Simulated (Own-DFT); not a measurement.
# How HSE06 shifts the pressure of alpha-quartz SiO2, 70 atoms (O46Si24), with two O vacancies

All values are computed. Each geometry was run twice at fixed positions with Own-DFT, a retired in-house plane-wave program that no person has reviewed: with PBE, and with HSE06 (exact exchange share 0.25 at short range, screening 0.11 per bohr, Gygi-Baldereschi treatment of its divergence). Both used PseudoDojo norm-conserving files made for PBE, a cutoff of 48 hartree, the Gamma point alone, fixed occupations, a neutral cell and no spin. With Gamma alone and a thickness of 8.5 Å, finite-size errors remain in every number. The oxygen file's force components were 24 meV/Å off all-electron values in a glass.

Unstrained cell vectors in Å: (9.827, 0.000, 0.000); (-4.913, 8.510, 0.000); (0.000, 0.000, 10.810), volume V0 = 904.1 Å³, from measured lattice constants. Each geometry has its own random strain of a few per cent, its own defect sites and random moves of rms u per axis. HSE06 gave the energy alone. D is its energy less that of PBE, over the lowest D shown. The PBE stress wasn't checked against mesh or cutoff.

| run | V - V0 (Å³) | u (Å) | P with PBE (GPa) | D (eV) |
|---|---|---|---|---|
| 1 | -3.2 | 0.0314 | 9.10 | 0.827 |
| 2 | 3.6 | 0.0322 | 6.49 | 1.173 |
| 3 | -1.7 | 0.0284 | 7.22 | 1.003 |
| 4 | -8.1 | 0.0288 | 8.71 | 0.818 |
| 5 | 17.2 | 0.0309 | 4.27 | 1.442 |
| 6 | -15.6 | 0.0294 | 11.21 | 0.580 |
| 7 | -5.4 | 0.0292 | 9.47 | 0.819 |
| 8 | 25.3 | 0.0322 | 2.00 | 1.800 |
| 9 | 15.3 | 0.0270 | 4.78 | 1.336 |
| 10 | -0.9 | 0.0299 | 7.29 | 0.956 |
| 11 | -32.8 | 0.0291 | 16.15 | 0.000 |
| 12 | -25.0 | 0.0315 | 12.41 | 0.405 |
| 13 | 31.4 | 0.0311 | 0.94 | 1.899 |
| 14 | -23.7 | 0.0302 | 14.09 | ? |

## What the rows give

D = 1.00 + 0.0282 (V - V0) eV, with an error of 0.0011 on the volume slope and a scatter of 0.07 eV. Pressure is -dE/dV, and 1 eV/Å³ is 160.2 GPa, so HSE06 changes the pressure by -4.5 ± 0.2 GPa. Turning this into a change of volume would need the relaxed stiffness: quartz yields by tilting its tetrahedra, which these fixed-ion runs don't allow.

## The run left out

The question: what D should run 14 give?

The fitted form gives 0.33 eV, with rows scattering by 0.07. The calculation gave 0.291 eV.
